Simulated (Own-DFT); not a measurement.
# How strain changes the stress of 4H SiC, 72 atoms (C36Si36)

All numbers below are calculated, not measured. The program, named Own-DFT, is a retired in-house plane-wave density functional code that no person has reviewed. Each row is one single-point run on a periodic cell that was not relaxed, without spin or spin-orbit coupling.

Settings of every run: PBE; PseudoDojo norm-conserving scalar-relativistic files; cutoff 42 hartree; 4 x 4 x 3 k mesh centred on Gamma; Fermi-Dirac smearing of 0.1 eV.

Known limits: forces on such cells passed a denser k mesh, each cell not checked; stress not checked against mesh or cutoff.

Unstrained cell vectors in Å: (9.248, 0.000, 0.000); (-4.624, 8.009, 0.000); (0.000, 0.000, 10.068). The unstrained cell has measured lattice constants (interpolated for alloys), not those of this functional. That, the random moves and any unrelaxed bonds set the pressure at no strain. Each run strains this cell uniformly, with the atoms carried along. Every atom was also moved at random, by a Gaussian of width 0.05 Å on each axis. Strain is the symmetric tensor, in per cent. Stress is positive in tension, and the pressure is minus a third of its trace.

```
run  e_xx (%)  e_yy (%)  e_zz (%)  e_yz (%)  e_xz (%)  e_xy (%)  s_xx (GPa)  s_yy (GPa)  s_zz (GPa)  s_yz (GPa)  s_xz (GPa)  s_xy (GPa)  P (GPa)  E (meV/atom)
  1     -1.17      0.93      0.59     -0.47      1.19      1.33      -10.71       -1.71       -2.21       -2.09        4.67        5.23     4.88          30.1
  2      0.44     -0.88     -1.92      0.77     -0.48     -1.09       -1.76      -10.13      -22.25        2.48       -1.68       -4.84    11.38          41.3
  3      1.27     -0.05      0.73      0.06      1.43     -0.27        2.57       -2.46       -2.28        0.15        4.59       -0.94     0.72           0.0
  4      1.36     -1.46      0.94     -0.55      0.70     -0.47        0.33      -11.63       -1.08       -1.12        2.12       -0.73     4.13          39.3
  5     -1.35      0.63      0.39      1.10     -0.66      1.97      -11.43       -2.87       -3.35        3.51       -1.52        8.11     5.89          13.2
  6     -0.77     -0.32      0.14     -0.83      0.03     -1.60       -8.43       -7.14       -6.18       -1.89        0.39       -6.98     7.25          19.8
  7      1.62      0.47      1.06      0.24      0.42     -1.29        5.12       -0.62       -1.33        0.00        0.65       -5.16    -1.06          20.7
  8     -0.68     -0.99      1.26      0.08      0.70     -1.67       -8.91      -10.41       -0.14        0.36        1.93       -6.81     6.49          37.8
  9     -0.79      0.11     -0.69      1.10     -0.82     -1.11      -11.26       -4.53       -9.65        3.48       -1.76       -6.75     8.48          28.1
 10      1.40     -0.47      0.80      1.72      1.75      1.13        0.87       -4.32       -2.60        6.29        7.00        4.77     2.02          34.4
 11      1.64     -0.40     -1.23     -0.97     -1.02     -1.79        3.45       -5.91      -13.84       -2.68       -3.63       -8.27     5.43          30.6
 12      1.47     -1.13     -1.32      0.62      1.04     -1.27        1.19       -8.97      -13.21        2.39        3.05       -5.58     7.00           9.6
 13     -1.96     -0.75     -1.45      1.31      1.53      1.39      -17.37      -13.27      -16.49        3.01        7.13        7.86    15.71          52.5
 14      0.97      1.51      0.32     -1.60      0.29      0.09        1.98        3.96       -3.32       -5.43        1.51        0.38    -0.87           9.5
 15     -0.42     -0.30     -1.83      1.83      0.22      1.54       -8.35       -5.59      -19.79        6.71        1.07        5.02    11.24          24.5
 16     -1.41      1.28      0.66     -1.54     -0.82     -1.59      -11.75       -0.50       -1.13       -5.09       -2.55       -5.54     4.46          41.5
 17      1.27      0.88     -0.95     -0.38     -1.18      0.39           ?           ?           ?           ?           ?           ?        ?             ?
```

E is the free energy for each atom above the lowest run shown.

## Worked fit

Each stress component was fitted by least squares to a constant and the strains of the runs shown, as fractions, with shears doubled. Shear strains stay in the fit of a normal stress only where such slopes are resolved. The slopes, in GPa:

| stress | at no strain | per e_xx | per e_yy | per e_zz | scatter |
|---|---|---|---|---|---|
| s_xx | -5.1 | 554 ± 23 | 101 ± 35 | 12 ± 27 | 1.07 |
| s_yy | -4.9 | 132 ± 21 | 529 ± 33 | 21 ± 25 | 1.00 |
| s_zz | -6.7 | 3 ± 30 | 74 ± 46 | 633 ± 35 | 1.42 |

Each shear stress against twice its own strain: yz 158 ± 11, xz 176 ± 11, xy 217 ± 15 GPa. These are stiffnesses along x, y and z of the frame in which the cell vectors are given, which need not be the crystal's axes. The atoms are held to the strained lattice; where symmetry lets them move under strain, relaxing them would lower some slopes. The table should be nearly symmetric about its diagonal, and what it lacks of that shows the noise. A ninth of its sum, 229 ± 6 GPa, estimates the bulk modulus near the mean pressure of these runs, 5.8 GPa, so it lies above the value at zero pressure.

## Withheld run

Question: what normal stresses and pressure should run 17 give?

The fit gives s_xx = 2.7, s_yy = 1.2, s_zz = -12.1 and P = 2.7 GPa. The calculation gave 4.14, -0.13, -12.59 and P = 2.86 GPa.
